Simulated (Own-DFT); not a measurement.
# Stretching a layer in its plane: wurtzite GaN, 72 atoms (Ga36N36)

No measurement is shown. These are fixed-geometry runs of a retired plane-wave code named Own-DFT, which no person has reviewed; spin and spin-orbit coupling are neglected.

Common settings: PBE; PseudoDojo norm-conserving scalar-relativistic files; cutoff 42 hartree; 4 x 4 x 3 k mesh centred on Gamma; Fermi-Dirac smearing of 0.1 eV.

Known weak points: forces not confirmed at this smearing and k mesh; stress not checked against mesh or cutoff.

Unstrained cell vectors in Å: (9.567, 0.000, 0.000); (-4.784, 8.285, 0.000); (0.000, 0.000, 10.370). The unstrained cell has measured lattice constants (interpolated for alloys), not those of this functional. That, the random moves and any unrelaxed bonds set the pressure at no strain. Each run strains x and y alike by e, as a substrate would, and holds the height along z. Random moves of width 0.05 Å per axis were added to every atom. Stress is positive in tension.

```
e (%)  u (Å)  (s_xx + s_yy)/2 (GPa)  s_zz (GPa)
-2.75  0.051                 -24.97      -11.66
-1.75  0.050                 -18.61      -10.19
-0.50  0.050                  -9.86       -9.77
 0.50  0.052                  -4.88       -7.52
 0.75  0.044                  -3.77       -5.20
 1.00  0.049                  -2.54       -6.69
 1.75  0.049                   0.65       -3.93
 2.00  0.053                   1.45       -4.39
 2.25  0.050                      ?           ?
 3.00  0.049                   6.69       -4.67
```

## What the rows give

With e as a fraction, the in-plane stress is -7.7 + 549 e - 2838 e² GPa (errors 10 and 548, scatter 0.50), and s_zz is -7.8 + 145 e GPa (slope ± 20, scatter 1.05). At e = 0 the first slope is C11 + C12 and the second 2 C13, both with the ions held to the strained lattice and at the cell's own pressure. The term in e² is negative: the layer stiffens under compression and softens under tension. A free layer would change its height as e changes, and the in-plane slope would drop by 2 C13²/C33 to the biaxial modulus. At fixed height, a misfit of 1 % moves the in-plane stress by about 5.5 GPa and s_zz by 1.5 GPa.

## Check

Q: what are the two stresses at e = 2.25 %?

The fit gives 3.2 and -4.5 GPa. The calculation gave 2.83 and -5.20 GPa.
